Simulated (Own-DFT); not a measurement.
# Point defects and the pressure they add: C40 NbSi2

Everything here is calculated. The program is Own-DFT (plane waves, in-house, since retired, never reviewed by a person); positions were held fixed, and spin and spin-orbit coupling were off.

Method: PBE; PseudoDojo norm-conserving scalar-relativistic files; cutoff 42 hartree; 4 x 4 x 5 k mesh centred on Gamma; cold (Marzari-Vanderbilt) smearing of 0.2 eV.

Limits: forces on such cells failed a check on a denser k mesh; stress not checked against mesh or cutoff.

All runs share one cell, with vectors in Å (0.000, 8.324, 0.000); (-9.613, 0.000, 0.000); (0.000, 0.000, 6.586) and a volume of 527.0 Å³. u is the rms random offset of the atoms per axis. The defect's site can differ from row to row.

```
                    cell   formula   u (Å)  P (GPa)
               no defect  Nb12Si24  0.0193     1.51
               no defect  Nb12Si24  0.0207     1.47
               no defect  Nb12Si24  0.0515     2.83
        two Nb vacancies  Nb10Si24  0.0271    -0.15
        two Nb vacancies  Nb10Si24  0.0293     0.02
        two Nb vacancies  Nb10Si24  0.0481     0.59
two Si on a Nb site each  Nb10Si26  0.0289     1.59
two Si on a Nb site each  Nb10Si26  0.0553     2.48
two Si on a Nb site each  Nb10Si26  0.0561     2.52
two Nb on a Si site each  Nb14Si22  0.0284     7.48
two Nb on a Si site each  Nb14Si22  0.0308     7.30
two Nb on a Si site each  Nb14Si22  0.0508     8.33
two Nb on a Si site each  Nb14Si22  0.0525        ?
          one Si vacancy  Nb12Si23  0.0264     0.92
          one Si vacancy  Nb12Si23  0.0305     1.04
          one Si vacancy  Nb12Si23  0.0554     2.25
```

## What the rows give

P = P0 + c u² + a shift for each defect gives P0 = 1.35 GPa, c = 513 ± 32 GPa/Å² and a scatter of 0.12 GPa. The shifts, and each times the cell's volume:

- two Nb on a Si site each: 5.61 ± 0.10 GPa, 18.5 eV (9.2 eV for each of its 2 sites)
- two Si on a Nb site each: -0.36 ± 0.10 GPa, -1.2 eV (-0.6 eV for each of its 2 sites)
- one Si vacancy: -0.75 ± 0.10 GPa, -2.5 eV
- two Nb vacancies: -1.86 ± 0.10 GPa, -6.1 eV (-3.1 eV for each of its 2 sites)

Against the defect-free cell, a freed cell would be larger where the shift is positive and smaller where it is negative (160.2 GPa Å³ is 1 eV). The atoms around the defects weren't relaxed, which would change these numbers.

## Prediction

Question: what pressure belongs in the blank (two Nb on a Si site each, u = 0.0525 Å)?

The fit gives 8.38 ± 0.14 GPa. The run itself gave 8.86 GPa. The miss is larger than the scatter suggests: chance, or a term that the fit lacks.
